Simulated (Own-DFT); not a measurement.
# Computed records: Al₃Ga₅N₈ (wurtzite random alloy, strained, atoms displaced), Al₃GaN₄ (wurtzite random alloy, strained, atoms displaced)

A calculation, not a measurement: plane-wave PBE density functional theory by an unreviewed code, no spin, of a simulated periodic cell, stress positive in tension, free energy of the whole cell less one offset for each atom, forces on such cells passed a denser k mesh, this cell's mesh not checked; offsets are fitted by least squares, one for each functional and potential file, so energies compare only between cells with the same atoms and settings and are not formation energies; the far tail of each file's local potential was reset to the Coulomb form; each entry is a single point on an unrelaxed cell, so the pressure reflects the starting lattice, mostly measured values, from which strain is counted, and rises with the displacements; printed positions are rounded, which can move forces by about a meV/angstrom; the program is a retired in-house code; no spin-orbit coupling. Program: Own-DFT development build.

Common to all runs: functional PBE.

(1) Al₃Ga₅N₈ (wurtzite random alloy, strained, atoms displaced)

```cif
# cell vector a (Å): 12.3561 0.0000 0.0000
# cell vector b (Å): -6.1780 10.7007 0.0000
# cell vector c (Å): 0.0000 0.0000 10.2177
data_Al3Ga5N8
_symmetry_space_group_name_H-M 'P 1'
_symmetry_Int_Tables_number 1
_cell_length_a 12.3561
_cell_length_b 12.3561
_cell_length_c 10.2177
_cell_angle_alpha 90.000
_cell_angle_beta 90.000
_cell_angle_gamma 120.000
_cell_volume 1350.97
loop_
_atom_site_label
_atom_site_type_symbol
_atom_site_fract_x
_atom_site_fract_y
_atom_site_fract_z
_atom_site_occupancy
Al1 Al 0.08140 0.16091 0.00023 1
Al2 Al 0.16620 0.08256 0.25794 1
N1 N 0.08149 0.16403 0.18517 1
N2 N 0.16548 0.08956 0.43440 1
Ga1 Ga 0.08204 0.16630 0.49865 1
Al3 Al 0.16291 0.08046 0.75340 1
N3 N 0.08640 0.16745 0.68498 1
N4 N 0.16867 0.08611 0.93849 1
Ga2 Ga 0.08766 0.41921 0.99948 1
Ga3 Ga 0.16468 0.32260 0.24686 1
N5 N 0.08479 0.41992 0.18894 1
N6 N 0.16615 0.33111 0.44519 1
Ga4 Ga 0.08102 0.41542 0.50362 1
Ga5 Ga 0.16476 0.33251 0.74349 1
N7 N 0.08790 0.41319 0.69014 1
N8 N 0.16019 0.32828 0.94613 1
Ga6 Ga 0.08842 0.66707 0.00861 1
Ga7 Ga 0.17048 0.58420 0.25380 1
N9 N 0.07775 0.66454 0.19783 1
N10 N 0.16461 0.58671 0.44607 1
Ga8 Ga 0.08888 0.66713 0.50351 1
Ga9 Ga 0.17321 0.58672 0.74808 1
N11 N 0.09203 0.66891 0.68756 1
N12 N 0.17006 0.57911 0.94221 1
Al4 Al 0.08024 0.92413 0.00835 1
Ga10 Ga 0.16940 0.82999 0.24945 1
N13 N 0.08229 0.91524 0.19272 1
N14 N 0.16562 0.83178 0.44222 1
Al5 Al 0.08339 0.91167 0.50444 1
Ga11 Ga 0.16529 0.83117 0.75185 1
N15 N 0.08627 0.91906 0.68208 1
N16 N 0.16463 0.83242 0.93834 1
Al6 Al 0.34365 0.17396 0.00823 1
Ga12 Ga 0.41446 0.08814 0.25586 1
N17 N 0.34124 0.16597 0.18514 1
N18 N 0.41199 0.07893 0.43486 1
Ga13 Ga 0.33874 0.16676 0.50726 1
Ga14 Ga 0.40882 0.07993 0.74872 1
N19 N 0.32501 0.17019 0.69312 1
N20 N 0.41467 0.08113 0.94989 1
Ga15 Ga 0.33481 0.41795 0.99465 1
Ga16 Ga 0.40801 0.33167 0.25200 1
N21 N 0.34794 0.42688 0.19099 1
N22 N 0.41573 0.33562 0.43824 1
Ga17 Ga 0.33018 0.40960 0.49692 1
Al7 Al 0.41382 0.33599 0.74943 1
N23 N 0.33491 0.41386 0.67476 1
N24 N 0.42291 0.34139 0.94255 1
Ga18 Ga 0.32660 0.66417 0.00334 1
Al8 Al 0.41310 0.58358 0.24507 1
N25 N 0.34041 0.67335 0.19096 1
N26 N 0.41457 0.58272 0.43872 1
Al9 Al 0.33965 0.67135 0.49970 1
Al10 Al 0.41743 0.58199 0.74607 1
N27 N 0.32846 0.66356 0.69187 1
N28 N 0.41659 0.58565 0.93273 1
Ga19 Ga 0.33552 0.92066 0.00132 1
Ga20 Ga 0.43068 0.84180 0.24808 1
N29 N 0.33295 0.91868 0.19499 1
N30 N 0.41583 0.83783 0.43351 1
Al11 Al 0.33045 0.91100 0.49668 1
Ga21 Ga 0.43097 0.84178 0.75394 1
N31 N 0.33993 0.91620 0.69208 1
N32 N 0.41093 0.83367 0.93749 1
Al12 Al 0.58901 0.17154 0.00141 1
Ga22 Ga 0.66654 0.07871 0.25220 1
N33 N 0.59067 0.17382 0.19368 1
N34 N 0.66705 0.08847 0.43974 1
Al13 Al 0.58476 0.16853 0.50344 1
Ga23 Ga 0.67281 0.08992 0.74844 1
N35 N 0.58085 0.16685 0.69315 1
N36 N 0.65970 0.08188 0.93730 1
Ga24 Ga 0.58438 0.42199 0.99839 1
Al14 Al 0.66065 0.33820 0.24547 1
N37 N 0.58743 0.41752 0.18940 1
N38 N 0.65731 0.33003 0.43954 1
Ga25 Ga 0.58738 0.42303 0.49882 1
Al15 Al 0.67406 0.33392 0.75149 1
N39 N 0.58096 0.41965 0.68297 1
N40 N 0.66945 0.32997 0.94235 1
Ga26 Ga 0.58641 0.66702 0.99154 1
Ga27 Ga 0.66494 0.57789 0.24572 1
N41 N 0.58098 0.66245 0.18827 1
N42 N 0.66667 0.58784 0.43298 1
Al16 Al 0.58677 0.66834 0.49670 1
Ga28 Ga 0.66470 0.57816 0.74821 1
N43 N 0.58856 0.66900 0.68611 1
N44 N 0.65578 0.58293 0.93435 1
Ga29 Ga 0.58756 0.91248 0.00183 1
Al17 Al 0.67277 0.83177 0.25022 1
N45 N 0.58355 0.91140 0.18626 1
N46 N 0.66785 0.82578 0.43840 1
Ga30 Ga 0.58704 0.91039 0.50022 1
Al18 Al 0.66288 0.83345 0.74464 1
N47 N 0.58231 0.91372 0.69050 1
N48 N 0.66085 0.83181 0.94433 1
Al19 Al 0.83505 0.17105 0.00253 1
Ga31 Ga 0.91148 0.07407 0.25024 1
N49 N 0.83059 0.16099 0.18748 1
N50 N 0.91811 0.08165 0.44329 1
Ga32 Ga 0.83116 0.17569 0.50108 1
Ga33 Ga 0.91545 0.08129 0.75308 1
N51 N 0.82923 0.16476 0.70069 1
N52 N 0.92431 0.08686 0.93606 1
Ga34 Ga 0.82755 0.41256 0.99564 1
Ga35 Ga 0.91307 0.33152 0.24875 1
N53 N 0.83788 0.42096 0.19055 1
N54 N 0.91865 0.33350 0.43510 1
Ga36 Ga 0.84179 0.42255 0.50396 1
Ga37 Ga 0.91390 0.33247 0.74900 1
N55 N 0.83806 0.41740 0.68314 1
N56 N 0.91446 0.33088 0.94078 1
Ga38 Ga 0.82515 0.66593 0.01619 1
Al20 Al 0.91443 0.58272 0.25771 1
N57 N 0.83230 0.66768 0.19158 1
N58 N 0.91071 0.57947 0.43900 1
Al21 Al 0.83696 0.66177 0.49781 1
Al22 Al 0.92409 0.58698 0.75345 1
N59 N 0.83503 0.65711 0.69776 1
N60 N 0.92183 0.58346 0.93564 1
Al23 Al 0.83307 0.91712 0.00622 1
Ga39 Ga 0.91742 0.83491 0.25149 1
N61 N 0.83165 0.92090 0.19378 1
N62 N 0.91777 0.83062 0.43808 1
Al24 Al 0.83827 0.91983 0.49919 1
Ga40 Ga 0.92040 0.83617 0.74174 1
N63 N 0.83016 0.91815 0.68809 1
N64 N 0.91914 0.83343 0.93804 1
```

It was run with potential files PseudoDojo norm-conserving, scalar-relativistic, standard set, wave cutoff 42 hartree, occupations Fermi-Dirac, smearing width 0.05 eV and k mesh 3 x 3 x 3 centred on Gamma.

It finds free energy of cell above offsets 7.624 eV; pressure 17.86 GPa; stress xx -20.49 GPa; stress yy -21.4 GPa; stress zz -11.7 GPa; stress yz -0.01 GPa; stress xz 0.71 GPa; stress xy 1.59 GPa.

Force:
```tsv
element	x (eV/Å)	y (eV/Å)	z (eV/Å)
Al	0.43	1.315	0.022
Al	0.476	-0.004	-1.639
N	1.063	-1.94	-0.383
N	1.965	-2.214	0.602
Ga	0.095	0.057	0.94
Al	-0.261	0.598	-0.016
N	-0.185	-1.495	0.965
N	0.674	-0.035	0.386
Ga	-1.251	-1.351	0.907
Ga	-0.505	2.99	0.92
N	0.681	-1.038	0.307
N	-1.17	0.374	-2.124
Ga	1.109	0.574	-0.387
Ga	2.242	-0.696	1.868
N	-2.98	1.22	-0.336
N	1.737	-0.656	-1.283
Ga	-0.875	-0.237	-0.502
Ga	-0.3	0.227	0.563
N	0.288	-0.617	-0.449
N	3.129	-0.922	-1.099
Ga	-2.232	0.472	0.092
Ga	-1.284	-1.671	1.594
N	-2.221	-1.075	0.537
N	-2.095	0.789	-1.419
Al	1.705	-1.164	-0.988
Ga	-0.785	0.506	0.902
N	0.248	1.484	-0.729
N	-0.089	0.937	-0.052
Al	-0.372	1.372	-1.808
Ga	0.903	0.857	0.502
N	0.164	0.588	0.52
N	-1.051	0.909	1.044
Al	-0.987	-0.77	-1.783
Ga	2.881	-1.016	-0.66
N	-4.116	0.836	0.107
N	1.31	-0.152	2.698
Ga	-1.367	0.299	-0.706
Ga	0.302	0.944	1.48
N	1.022	-0.169	0.438
N	0.417	3.25	-1.466
Ga	-1.162	0.4	1.037
Ga	2.551	-0.256	0.484
N	-2.917	-1.194	-1.429
N	1.568	-1.174	-0.43
Ga	-0.42	1.895	-0.63
Al	0.81	-0.072	0.206
N	-0.07	1.155	3.676
N	-0.383	-2.654	-1.973
Ga	2.267	1.527	-0.035
Al	1.184	1.263	1.612
N	-0.489	-0.963	-0.116
N	0.395	1.087	-0.662
Al	-0.775	-0.676	0.381
Al	-0.251	0.04	-0.432
N	3.798	1.753	-2.046
N	-0.196	-0.181	-0.777
Ga	-0.692	-1.361	0.979
Ga	-3.301	-1.258	0.708
N	1.19	0.117	-0.897
N	1.087	-1.054	1.309
Al	-0.074	1.233	1.004
Ga	-3.23	-2.587	0.927
N	-1.382	-0.372	-2.068
N	1.704	-0.352	0.776
Al	-0.998	-1.986	1.046
Ga	-0.95	0.802	-0.183
N	-0.475	-0.528	-1.286
N	-0.281	-1.265	0.586
Al	-1.161	-0.35	-0.266
Ga	-2.813	-2.301	1.473
N	0.032	1.105	-1.257
N	1.716	0.745	0.865
Ga	1.283	-0.732	0.977
Al	3.408	-1.262	1.843
N	-1.792	-0.776	-1.35
N	1.91	0.043	-0.912
Ga	-0.75	-0.392	-0.232
Al	-1.713	0.136	-0.442
N	0.91	-2.6	1.716
N	-2.559	0.052	-2.404
Ga	-3.105	0.285	2.37
Ga	-1.17	1.231	1.232
N	-0.342	1.43	-0.191
N	1.304	0.596	1.041
Al	-0.816	-1.747	0.547
Ga	0.219	1.378	0.196
N	-1.462	0.227	-0.49
N	3.935	-0.427	-0.304
Ga	-3.617	1.582	-0.004
Al	-1.818	-1.588	0.214
N	3.119	1.167	0.478
N	0.79	1.858	-0.997
Ga	-1.28	1.182	-0.047
Al	1.45	-0.472	1.265
N	2.682	1.819	-1.434
N	3.859	0.645	-2.714
Al	0.017	-1.478	-0.555
Ga	0.174	4.067	1.686
N	0.5	0.643	-0.797
N	-1.906	-0.272	-0.724
Ga	1.55	-2.054	0.889
Ga	0.744	0.75	-0.466
N	2.363	1.182	-2.785
N	-1.923	-1.286	1.999
Ga	2.31	2.202	1.803
Ga	0.67	0.084	-0.43
N	-2.091	0.068	0.015
N	-0.439	0.802	0.219
Ga	-1.584	-2.107	-1.441
Ga	1.659	0.508	1.336
N	-1.257	0.888	2.05
N	0.412	-0.029	-0.371
Ga	1.541	-0.02	-4.057
Al	0.21	-0.307	-0.999
N	1.203	-0.374	1.602
N	1.126	1.538	-0.778
Al	-2.26	0.859	1.157
Al	0.71	-0.575	0.233
N	-0.249	1.462	-2.459
N	-1.12	-0.017	0.337
Al	0.086	0.109	-1.494
Ga	0.008	-0.186	0.513
N	0.615	-3.385	-2.358
N	-0.1	0.107	1.536
Al	-0.231	-1.096	0.521
Ga	-0.799	-1.312	1.398
N	-0.131	-1.054	-1.006
N	-1.256	0.73	0.921
```

(2) Al₃GaN₄ (wurtzite random alloy, strained, atoms displaced)

```cif
# cell vector a (Å): 9.4407 0.0000 0.0000
# cell vector b (Å): -4.7204 8.1759 0.0000
# cell vector c (Å): 0.0000 0.0000 10.0655
data_Al3GaN4
_symmetry_space_group_name_H-M 'P 1'
_symmetry_Int_Tables_number 1
_cell_length_a 9.4407
_cell_length_b 9.4407
_cell_length_c 10.0655
_cell_angle_alpha 90.000
_cell_angle_beta 90.000
_cell_angle_gamma 120.000
_cell_volume 776.92
loop_
_atom_site_label
_atom_site_type_symbol
_atom_site_fract_x
_atom_site_fract_y
_atom_site_fract_z
_atom_site_occupancy
Al1 Al 0.10612 0.22226 0.01352 1
Al2 Al 0.22301 0.11336 0.25423 1
N1 N 0.10659 0.22170 0.19337 1
N2 N 0.22082 0.11947 0.43250 1
Al3 Al 0.11806 0.22675 0.50472 1
Al4 Al 0.21432 0.10975 0.75133 1
N3 N 0.10856 0.22643 0.69057 1
N4 N 0.22209 0.10619 0.94556 1
Ga1 Ga 0.11135 0.55633 0.00200 1
Al5 Al 0.23094 0.44983 0.24515 1
N5 N 0.11284 0.56186 0.19059 1
N6 N 0.21763 0.43538 0.44012 1
Al6 Al 0.11003 0.55660 0.50148 1
Al7 Al 0.22326 0.44423 0.75343 1
N7 N 0.10810 0.56147 0.68973 1
N8 N 0.21440 0.43693 0.92522 1
Al8 Al 0.10230 0.88961 0.99728 1
Al9 Al 0.22885 0.78429 0.24576 1
N9 N 0.10577 0.88635 0.19016 1
N10 N 0.22066 0.78152 0.44120 1
Al10 Al 0.10800 0.87836 0.49657 1
Ga2 Ga 0.22493 0.78285 0.75025 1
N11 N 0.11345 0.89536 0.69510 1
N12 N 0.22471 0.79290 0.94290 1
Ga3 Ga 0.43475 0.22360 0.99869 1
Al11 Al 0.55814 0.10883 0.25393 1
N13 N 0.45163 0.22049 0.18463 1
N14 N 0.55137 0.10274 0.43900 1
Al12 Al 0.44149 0.22478 0.49938 1
Al13 Al 0.56348 0.11741 0.74148 1
N15 N 0.43877 0.21247 0.68324 1
N16 N 0.55411 0.11199 0.94298 1
Ga4 Ga 0.43618 0.55401 0.01087 1
Al14 Al 0.56515 0.44777 0.24885 1
N17 N 0.43810 0.54673 0.18662 1
N18 N 0.55871 0.44725 0.44034 1
Al15 Al 0.44572 0.55072 0.49210 1
Al16 Al 0.55696 0.44466 0.75695 1
N19 N 0.44773 0.56329 0.69101 1
N20 N 0.55256 0.45162 0.94622 1
Ga5 Ga 0.43636 0.89308 0.99839 1
Al17 Al 0.55006 0.77649 0.24828 1
N21 N 0.44474 0.90050 0.18510 1
N22 N 0.54556 0.77512 0.45136 1
Al18 Al 0.44594 0.89129 0.50422 1
Al19 Al 0.55098 0.77322 0.74933 1
N23 N 0.44162 0.89043 0.69436 1
N24 N 0.55390 0.77385 0.94018 1
Al20 Al 0.78354 0.22575 0.01187 1
Al21 Al 0.89771 0.10647 0.25280 1
N25 N 0.77631 0.21220 0.18683 1
N26 N 0.88962 0.10535 0.44286 1
Al22 Al 0.78599 0.22388 0.49922 1
Ga6 Ga 0.88612 0.10961 0.74783 1
N27 N 0.76775 0.21965 0.68392 1
N28 N 0.88792 0.11196 0.93686 1
Al23 Al 0.77185 0.54855 0.00151 1
Al24 Al 0.88804 0.43549 0.24983 1
N29 N 0.77659 0.56500 0.18504 1
N30 N 0.89459 0.45622 0.43150 1
Al25 Al 0.77793 0.56625 0.50279 1
Al26 Al 0.88704 0.43824 0.76008 1
N31 N 0.77249 0.55522 0.68909 1
N32 N 0.89225 0.44634 0.93268 1
Ga7 Ga 0.77526 0.88661 0.99883 1
Ga8 Ga 0.89358 0.78391 0.25452 1
N33 N 0.77952 0.89068 0.18299 1
N34 N 0.89525 0.77848 0.44234 1
Al27 Al 0.77483 0.88837 0.50161 1
Ga9 Ga 0.89313 0.78216 0.75287 1
N35 N 0.77399 0.89594 0.69568 1
N36 N 0.89764 0.77643 0.93699 1
```

Settings of this run: potential files PseudoDojo norm-conserving, scalar-relativistic, standard set, wave cutoff 42 hartree, occupations Fermi-Dirac, smearing width 0.1 eV and k mesh 4 x 4 x 3 centred on Gamma.

The calculation gives: free energy of cell above offsets -17.230 eV; pressure 4.5 GPa; stress xx -2.1 GPa; stress yy -2.2 GPa; stress zz -9.21 GPa; stress yz -0.12 GPa; stress xz 0.39 GPa; stress xy -2.11 GPa.

Force:
```tsv
element	x (eV/Å)	y (eV/Å)	z (eV/Å)
Al	0.353	-0.502	-3.132
Al	0.778	-0.255	-1.814
N	1.221	0.94	0.235
N	0.877	-1.052	1.9
Al	-0.744	-1.046	-0.435
Al	0.83	0.733	0.259
N	1.255	0.092	-0.307
N	-3.002	0.38	-1.108
Ga	0.139	0.982	-1.144
Al	-2.176	-1.216	1.685
N	0.756	-0.865	0.838
N	0.001	1.874	-0.656
Al	0.345	0.175	-0.319
Al	-0.236	0.883	-3.187
N	0.402	-1.789	-0.002
N	0.128	-0.29	4.516
Al	1.606	0.277	1.166
Al	-1.119	-0.05	0.638
N	1.543	1.524	-0.315
N	1.478	-0.681	-0.673
Al	-0.172	2.378	1.193
Ga	-0.501	-0.246	0.505
N	-0.262	0.213	-2.057
N	-1.279	-2.146	-0.084
Ga	2.192	0.03	-0.16
Al	-0.494	0.601	-0.698
N	-0.959	0.659	2.733
N	0.273	1.641	0.338
Al	0.58	-0.622	-0.599
Al	-2.044	-1.629	1.938
N	-0.65	1.39	1.305
N	1.203	1.926	-1.506
Ga	-0.124	0.485	-4.061
Al	-0.584	-1.096	-0.143
N	0.954	1.333	3.745
N	0.252	-0.093	-0.754
Al	-1.229	0.276	1.831
Al	-0.915	-0.04	-1.028
N	0.213	-2.112	-0.704
N	1.168	-0.472	-1.187
Ga	2.012	0.435	-0.613
Al	0.17	0.798	0.084
N	1.103	-1.924	2.082
N	1.541	-0.105	-2.237
Al	-1.073	-0.442	0.411
Al	-0.26	1.101	0.531
N	1.74	0.667	-0.913
N	-0.934	0.078	-0.334
Al	-0.932	-1.021	-3.469
Al	-1.873	-0.247	0.277
N	0.548	1.006	2.622
N	0.005	0.632	-0.352
Al	-1.124	0.259	-0.749
Ga	-0.412	1.256	0.489
N	1.712	1.801	-0.096
N	0.187	0.966	1.762
Al	0.361	1.221	-0.775
Al	-0.526	1.19	-0.59
N	1.246	-1.78	0.541
N	-0.31	-1.347	1.409
Al	0.938	-1.625	-0.058
Al	-0.364	0.756	-3.812
N	0.708	-0.685	0.466
N	-1.243	-0.916	3.395
Ga	0.318	-0.02	-1.304
Ga	-0.479	-0.696	-0.775
N	-1.099	-0.119	2.765
N	-1.897	0.377	0.993
Al	0.154	-0.22	0.682
Ga	-0.785	-0.531	-0.931
N	0.172	-2.184	-1.65
N	-1.663	-1.271	1.397
```

(3) Al₃GaN₄ (wurtzite random alloy, strained, atoms displaced)

```cif
# cell vector a (Å): 9.3938 0.0705 0.0000
# cell vector b (Å): -4.6359 8.1000 0.0000
# cell vector c (Å): 0.0000 0.0000 10.0655
data_Al3GaN4
_symmetry_space_group_name_H-M 'P 1'
_symmetry_Int_Tables_number 1
_cell_length_a 9.3941
_cell_length_b 9.3328
_cell_length_c 10.0655
_cell_angle_alpha 90.000
_cell_angle_beta 90.000
_cell_angle_gamma 119.354
_cell_volume 769.17
loop_
_atom_site_label
_atom_site_type_symbol
_atom_site_fract_x
_atom_site_fract_y
_atom_site_fract_z
_atom_site_occupancy
Ga1 Ga 0.10328 0.22603 0.99805 1
Al1 Al 0.21649 0.11154 0.25328 1
N1 N 0.11571 0.22510 0.19317 1
N2 N 0.22216 0.10503 0.44480 1
Al2 Al 0.12182 0.22587 0.50590 1
Al3 Al 0.22351 0.10881 0.74270 1
N3 N 0.09820 0.21055 0.68164 1
N4 N 0.22200 0.11035 0.93679 1
Al4 Al 0.11580 0.55520 0.00124 1
Ga2 Ga 0.22636 0.43692 0.25157 1
N5 N 0.11459 0.55357 0.19082 1
N6 N 0.23086 0.44465 0.44094 1
Al5 Al 0.11105 0.53808 0.50435 1
Al6 Al 0.22322 0.44967 0.74774 1
N7 N 0.10825 0.55385 0.69302 1
N8 N 0.22293 0.43855 0.93640 1
Al7 Al 0.10897 0.89214 0.99521 1
Al8 Al 0.22538 0.78474 0.25519 1
N9 N 0.10181 0.88934 0.18619 1
N10 N 0.22830 0.79053 0.44051 1
Ga3 Ga 0.10624 0.89094 0.49650 1
Al9 Al 0.22626 0.77882 0.75554 1
N11 N 0.11535 0.88827 0.68657 1
N12 N 0.22719 0.78213 0.94061 1
Al10 Al 0.45129 0.22875 0.99597 1
Ga4 Ga 0.56636 0.12123 0.25078 1
N13 N 0.44504 0.22661 0.18879 1
N14 N 0.55876 0.12220 0.43628 1
Al11 Al 0.44372 0.22801 0.50752 1
Al12 Al 0.55302 0.11785 0.75730 1
N15 N 0.44704 0.22005 0.67596 1
N16 N 0.55735 0.11820 0.94628 1
Al13 Al 0.44900 0.55281 0.00236 1
Al14 Al 0.56202 0.44640 0.25008 1
N17 N 0.44206 0.55821 0.18890 1
N18 N 0.55809 0.43576 0.44000 1
Al15 Al 0.44694 0.56237 0.49609 1
Al16 Al 0.56767 0.45492 0.75543 1
N19 N 0.44087 0.54515 0.69288 1
N20 N 0.56032 0.44262 0.93929 1
Ga5 Ga 0.44873 0.88550 0.99728 1
Al17 Al 0.55832 0.78970 0.24933 1
N21 N 0.44375 0.89652 0.19310 1
N22 N 0.55357 0.77385 0.43789 1
Al18 Al 0.44533 0.89346 0.50198 1
Al19 Al 0.55217 0.78419 0.74094 1
N23 N 0.43598 0.88527 0.68271 1
N24 N 0.56098 0.78633 0.94208 1
Al20 Al 0.76885 0.20532 0.99421 1
Ga6 Ga 0.88370 0.11657 0.24871 1
N25 N 0.77797 0.22467 0.19484 1
N26 N 0.89479 0.12120 0.43678 1
Al21 Al 0.77678 0.22494 0.50257 1
Ga7 Ga 0.88670 0.10485 0.74713 1
N27 N 0.78592 0.22758 0.68677 1
N28 N 0.88301 0.10806 0.92946 1
Al22 Al 0.78882 0.56357 0.99895 1
Al23 Al 0.88031 0.43463 0.25092 1
N29 N 0.77557 0.56268 0.19888 1
N30 N 0.89810 0.45189 0.43620 1
Al24 Al 0.78599 0.56511 0.49273 1
Al25 Al 0.89192 0.44592 0.75497 1
N31 N 0.78193 0.56006 0.69047 1
N32 N 0.89847 0.45724 0.94259 1
Al26 Al 0.77283 0.89398 0.00190 1
Ga8 Ga 0.89597 0.78361 0.25178 1
N33 N 0.77054 0.88354 0.19425 1
N34 N 0.89593 0.77588 0.44318 1
Al27 Al 0.78229 0.88251 0.50254 1
Ga9 Ga 0.89071 0.77310 0.74572 1
N35 N 0.77300 0.89795 0.69018 1
N36 N 0.90160 0.77772 0.94601 1
```

It was run with potential files PseudoDojo norm-conserving, scalar-relativistic, standard set with the stringent files for Ga, wave cutoff 96 hartree, occupations Gaussian, smearing width 0.01 eV and k mesh 4 x 4 x 3 centred on Gamma.

The calculation gives: free energy of cell above offsets -21.820 eV; pressure 6.78 GPa; stress xx -6.52 GPa; stress yy -6.51 GPa; stress zz -7.3 GPa; stress yz 0.23 GPa; stress xz 0.3 GPa; stress xy 0.6 GPa.

Force:
```tsv
element	x (eV/Å)	y (eV/Å)	z (eV/Å)
Ga	1.46	-1.19	0.41
Al	1.646	-0.275	-0.34
N	-0.819	-1.848	-0.997
N	-0.338	2.839	-1.173
Al	-1.144	-0.782	-2.132
Al	-0.394	0.352	0.555
N	2.236	1.925	1.778
N	0.671	0.519	-0.677
Al	0.013	0.479	0.492
Ga	-0.988	1.866	-0.057
N	-1.247	0.525	-0.072
N	-0.002	-0.411	1.284
Al	-1.268	2.386	-0.771
Al	0.367	-1.611	0.284
N	0.445	0.408	-0.222
N	0.048	2.269	-0.309
Al	1.73	0.701	0.998
Al	-0.318	-0.846	-0.759
N	2.623	1.394	-0.089
N	1.203	-2.071	-0.079
Ga	2.171	-0.429	1.191
Al	-0.893	-0.352	-1.129
N	0.07	0.075	1.302
N	-0.521	-0.756	-0.129
Al	-1.819	-0.914	1.597
Ga	-2.377	-1.018	0.154
N	-0.849	0.18	-0.53
N	0.579	-0.903	2.22
Al	0.738	-0.97	-4.146
Al	1.049	-0.483	-1.695
N	-0.414	0.62	5.456
N	0.236	-0.528	-1.711
Al	-0.764	0.279	-0.312
Al	-1.447	-0.279	0.258
N	1.78	0.846	-0.099
N	-0.718	2.382	-0.007
Al	1.257	-1.537	0.554
Al	-0.588	-1.196	-1.405
N	-0.139	1.839	-0.589
N	0.344	1.319	0.133
Ga	-2.197	0.928	1.625
Al	-0.6	-1.729	0.243
N	0.442	-0.769	-0.218
N	0.455	1.471	0.607
Al	-0.289	0.572	-1.765
Al	0.658	-1.119	0.944
N	0.633	1.143	1.972
N	1.592	-2.233	-1.801
Al	0.18	3.141	1.133
Ga	2.259	-1.016	0.935
N	0.037	0.675	-3.358
N	0.442	-1.13	1.706
Al	0.139	0.247	-0.886
Ga	-0.289	1.941	-0.713
N	-2.193	0.148	1.152
N	-0.141	-0.443	2.79
Al	-0.713	-0.729	1.371
Al	0.962	2.951	-0.186
N	1.279	-1.625	-1.659
N	-0.288	-0.822	0.879
Al	0.043	-2.681	0.809
Al	-0.076	-0.038	-0.457
N	0.033	-1.894	-0.976
N	0.213	-2.113	-0.167
Al	2.063	-0.903	0.18
Ga	-1.183	-0.588	0.005
N	-0.229	1.25	-1.408
N	-2.634	0.32	-0.147
Al	-1.358	1.605	-0.898
Ga	-0.145	2.002	1.26
N	0.409	-3.692	-1.289
N	-3.123	0.329	-0.912
```
